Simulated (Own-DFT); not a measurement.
# One host, several defects: diamond germanium

Calculated, not measured: single-point runs of Own-DFT, a retired in-house plane-wave DFT program that no person has reviewed, on unrelaxed cells, without spin or spin-orbit coupling.

Settings: PBE; PseudoDojo norm-conserving scalar-relativistic files; cutoff 42 hartree; 5 x 5 x 5 k mesh centred on Gamma; Fermi-Dirac smearing of 0.1 eV.

Caveats (not all hold for every row): not probed for a lower state with spin; k mesh not checked against a denser one; stress not checked against mesh or cutoff.

All runs share one cell, with vectors in Å (0.000, 5.658, 5.658); (5.658, 0.000, 5.658); (5.658, 5.658, 0.000) and a volume of 362.3 Å³. u is the rms random offset of the atoms per axis. The defect's site can differ from row to row.

```
          cell  formula   u (Å)  P (GPa)
     no defect     Ge16  0.0198     3.90
     no defect     Ge16  0.0214     3.88
     no defect     Ge16  0.0498     4.44
one Ge vacancy     Ge15  0.0275     2.76
one Ge vacancy     Ge15  0.0299     2.46
one Ge vacancy     Ge15  0.0302     2.94
one Ge vacancy     Ge15  0.0367        ?
  one added Ge     Ge17  0.0312    10.69
  one added Ge     Ge17  0.0518    12.33
  one added Ge     Ge17  0.0544    12.55
```

## Analysis

P = P0 + c u² + a shift for each defect gives P0 = 3.44 GPa, c = 572 ± 166 GPa/Å² and a scatter of 0.38 GPa. The shifts, and each times the cell's volume:

- one added Ge: 7.16 ± 0.36 GPa, 16.2 eV
- one Ge vacancy: -1.21 ± 0.31 GPa, -2.7 eV

Positive is outwards. The product with the volume (160.2 GPa Å³ to the eV) is nearly free of the cell's size; divided by the bulk modulus at the cell's pressure it gives the volume that the defect adds. The atoms around the defects weren't relaxed, which would change these numbers.

## Check

Asked: what pressure belongs in the blank (one Ge vacancy, u = 0.0367 Å)?

Estimate: 3.00 ± 0.44 GPa. Computed: 2.77 GPa.
